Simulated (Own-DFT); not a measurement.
# A change of arrangement and its cost: Ga32P32, 64 atoms

All numbers below are calculated, not measured. They come from Own-DFT, an in-house plane-wave density functional program, since retired, whose code no person has reviewed. Each row is one single-point run on a periodic cell that was not relaxed, without spin or spin-orbit coupling.

Settings of every run: PBE; PseudoDojo norm-conserving scalar-relativistic files; cutoff 42 hartree; 3 x 3 x 3 k mesh centred on Gamma; Fermi-Dirac smearing of 0.1 eV.

Known limits, some of them of some rows only: not probed for a lower state with spin; forces on such cells failed a check on a denser k mesh; forces on such cells passed a denser k mesh, each cell not checked; stress not checked against mesh or cutoff.

All cells hold the same atoms in the same cell, with vectors in Å (10.901, 0.000, 0.000); (0.000, 10.901, 0.000); (0.000, 0.000, 10.901). Every atom was moved at random from its ideal site; u is the rms move along one axis. The defect's site can differ from row to row. E is the free energy of the cell above the lowest run. The arrangements:

- A: zincblende GaP
- B: zincblende GaP, with one Ga on a P site and one P on a Ga site, 2.4 Å apart

```
arrangement,u (Å),E (eV),P (GPa)
A,0.0183,0.000,2.69
A,0.0195,0.028,2.70
A,0.0197,0.077,2.71
A,0.0487,2.074,3.12
A,0.0495,2.356,3.19
A,0.0554,3.217,3.41
B,0.0297,3.815,2.99
B,0.0306,3.763,3.01
B,0.0321,3.842,2.99
B,0.0518,5.291,3.38
B,0.0526,5.798,3.45
B,0.0527,5.618,3.41
```

Question: once the cost of the random moves is taken out, how do the arrangements rank?

## Worked answer

Fit E = a + b u², with one b for all and one a for each arrangement, and with residuals divided by u², since the noise grows with the moves. Then b = 1059 eV/Å², the scatter at u = 0.04 Å is 0.12 eV, and against A:

- B: 3.15 ± 0.05 eV (higher)

These are energies of unrelaxed cells. Relaxing the atoms lowers the strained arrangements most, so the gaps would shrink and small ones could change sign.
